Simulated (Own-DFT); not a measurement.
SiC (4H silicon carbide, atoms displaced) (calculated)

All values are calculated (Own-DFT development build). A calculation, not a measurement: plane-wave PBE density functional theory by an unreviewed code, no spin, of a simulated periodic cell, stress positive in tension, free energy of the whole cell less one offset for each atom, forces on such cells passed a denser k mesh, this cell's mesh not checked; offsets are fitted by least squares, one for each functional and potential file, so energies compare only between cells with the same atoms and settings and are not formation energies; the far tail of each file's local potential was reset to the Coulomb form; each entry is a single point on an unrelaxed cell, so the pressure reflects the starting lattice, mostly measured values (interpolated for alloys), from which strain is counted, and rises with the displacements; printed positions are rounded, which can move forces by about a meV/angstrom; the program, named Own-DFT, is a retired in-house code; no spin-orbit coupling.

SiC (4H silicon carbide, atoms displaced)

```
cell vectors (Å)
   9.2481     0.0000     0.0000
  -4.6241     8.0091     0.0000
   0.0000     0.0000    10.0681
atoms (fractions of the cell vectors)
Si  0.00114  0.99765  0.40326
Si  0.10870  0.21810  0.15227
C   0.99577  0.99262  0.09296
C   0.11111  0.22628  0.34291
Si  0.00919  0.33994  0.40461
Si  0.11039  0.56023  0.15685
C   0.00655  0.33380  0.09216
C   0.11973  0.56317  0.34266
Si  0.99914  0.66665  0.40379
Si  0.11573  0.89185  0.15875
C   0.00425  0.66764  0.09130
C   0.11023  0.88829  0.34654
Si  0.33076  0.00024  0.40665
Si  0.43578  0.21940  0.15414
C   0.34036  0.99975  0.09266
C   0.44180  0.22278  0.33620
Si  0.32953  0.32868  0.40570
Si  0.45279  0.56072  0.15897
C   0.33007  0.32697  0.08960
C   0.44298  0.55366  0.34557
Si  0.33326  0.66851  0.40265
Si  0.44595  0.89101  0.15578
C   0.33496  0.66416  0.09004
C   0.44402  0.88884  0.34117
Si  0.66939  0.99744  0.40403
Si  0.76706  0.21908  0.15565
C   0.66525  0.99486  0.09436
C   0.77787  0.22032  0.34314
Si  0.66536  0.33365  0.39548
Si  0.78012  0.56059  0.15459
C   0.67053  0.33119  0.09396
C   0.78181  0.56021  0.34356
Si  0.66126  0.66665  0.40906
Si  0.78298  0.89519  0.15562
C   0.67375  0.67528  0.09390
C   0.78609  0.89350  0.34866
Si  0.99648  0.99308  0.90184
Si  0.89136  0.77633  0.65457
C   0.99760  0.99921  0.58603
C   0.89157  0.77909  0.84812
Si  0.99715  0.67024  0.90674
Si  0.89777  0.45117  0.65501
C   0.99848  0.67180  0.58974
C   0.88717  0.43775  0.84383
Si  0.00422  0.33170  0.90597
Si  0.89309  0.10845  0.65361
C   0.99824  0.33223  0.59263
C   0.89050  0.11242  0.84408
Si  0.66712  0.00421  0.90534
Si  0.55439  0.78427  0.65573
C   0.66574  0.00554  0.59262
C   0.55273  0.77657  0.84874
Si  0.67354  0.67064  0.90576
Si  0.55552  0.44303  0.65866
C   0.66858  0.66845  0.58968
C   0.55362  0.44596  0.84361
Si  0.66265  0.33116  0.91184
Si  0.55652  0.11265  0.65714
C   0.66226  0.32869  0.59271
C   0.56363  0.11410  0.84061
Si  0.33700  0.99923  0.90822
Si  0.22425  0.77984  0.65698
C   0.33243  0.00533  0.59213
C   0.22140  0.77993  0.84152
Si  0.33392  0.66511  0.90370
Si  0.22369  0.44692  0.65721
C   0.33168  0.66703  0.59440
C   0.21700  0.44412  0.84619
Si  0.33360  0.33035  0.90297
Si  0.21758  0.10854  0.65587
C   0.33516  0.33544  0.59439
C   0.22165  0.11624  0.84197
```

Here we set functional PBE, potential files PseudoDojo norm-conserving, scalar-relativistic, standard set, wave cutoff 42 hartree, occupations Fermi-Dirac, smearing width 0.1 eV, hardware one NVIDIA H100 and k mesh 4 x 4 x 3 centred on Gamma.

The calculation gives: free energy of cell above offsets -10.581 eV; pressure 3.72 GPa; stress xx -3.91 GPa; stress yy -2.66 GPa; stress zz -4.58 GPa; stress yz -0.06 GPa; stress xz -0.17 GPa; stress xy 0.47 GPa; wall time 357.9 s.

Force:
| element | x (eV/Å) | y (eV/Å) | z (eV/Å) |
| --- | --- | --- | --- |
| Si | -0.122 | 1.259 | 0.115 |
| Si | 0.042 | 0.424 | 0.411 |
| C | 0.988 | 1.144 | -0.391 |
| C | 0.757 | -1.126 | -0.343 |
| Si | -1.484 | -0.603 | 0.05 |
| Si | 1.672 | -1.113 | -0.868 |
| C | -1.723 | -0.124 | 0.459 |
| C | -1.429 | -0.796 | 0.118 |
| Si | 0.38 | 0.07 | 0.285 |
| Si | -0.119 | -0.602 | -0.622 |
| C | -0.903 | 0.581 | 0.585 |
| C | 0.447 | 0.148 | -0.773 |
| Si | 0.788 | 0.348 | -0.268 |
| Si | 1.435 | 0.396 | -0.484 |
| C | -1.394 | 0.132 | 0.108 |
| C | -0.019 | -0.388 | 1.176 |
| Si | 0.255 | 0.709 | 0.178 |
| Si | -0.935 | -0.946 | -1.01 |
| C | 0.031 | 1.144 | 0.263 |
| C | -0.013 | 0.213 | -0.141 |
| Si | 0.75 | 0.327 | 0.85 |
| Si | 0.677 | -1.364 | -0.247 |
| C | -0.382 | 0.609 | 0.881 |
| C | 0.161 | 0.315 | 0.632 |
| Si | -0.778 | 0.823 | 0.439 |
| Si | 3.148 | -0.187 | 0.28 |
| C | -0.377 | 1.171 | -0.391 |
| C | 0.119 | 0.577 | -0.179 |
| Si | 0.25 | -0.163 | 1.896 |
| Si | 0.484 | -0.362 | 0.236 |
| C | -2.389 | 0.993 | 0.215 |
| C | -0.802 | -0.526 | -0.473 |
| Si | 1.261 | 0.25 | -0.888 |
| Si | -0.348 | -0.778 | 0.91 |
| C | -0.021 | -0.961 | -0.087 |
| C | -1.247 | -1.203 | -1.329 |
| Si | -0.014 | 2.118 | 1.067 |
| Si | -1.275 | 0.493 | -0.07 |
| C | 0.784 | -0.291 | 1.497 |
| C | -0.409 | -0.562 | -1.863 |
| Si | 1.906 | -1.539 | -0.326 |
| Si | -1.558 | -1.395 | 0.071 |
| C | 1.527 | -0.602 | 0.468 |
| C | -0.497 | 1.388 | 0.319 |
| Si | -1.268 | 0.142 | 0.429 |
| Si | -1.544 | 0.642 | 0.232 |
| C | 0.914 | 0.522 | -0.224 |
| C | 0.35 | -0.946 | -0.362 |
| Si | 0.881 | -0.885 | 0.256 |
| Si | 0.826 | -0.648 | 0.266 |
| C | 0.872 | -0.782 | -0.075 |
| C | 0.919 | 0.714 | -1.235 |
| Si | -1.606 | -0.579 | 0.218 |
| Si | 0.31 | 0.228 | -1.104 |
| C | -0.502 | -0.079 | 1.834 |
| C | 0.803 | 0.117 | 0.741 |
| Si | 0.843 | 0.573 | -1.745 |
| Si | -0.352 | 0.381 | -0.842 |
| C | 0.502 | 1.386 | -0.651 |
| C | -1.67 | -0.309 | 1.148 |
| Si | -0.384 | 0.43 | -1.245 |
| Si | -0.613 | 0.337 | -0.743 |
| C | 0.632 | -0.779 | 0.413 |
| C | 0.152 | -0.189 | 0.683 |
| Si | -0.741 | -0.019 | 0.587 |
| Si | -0.196 | -0.555 | -0.069 |
| C | 0.109 | 0.343 | -0.556 |
| C | 1.716 | 0.201 | -0.929 |
| Si | -1.043 | 1.153 | 0.423 |
| Si | 0.169 | 0.858 | -0.395 |
| C | -0.398 | -0.462 | -0.115 |
| C | 0.699 | -1.796 | 0.303 |
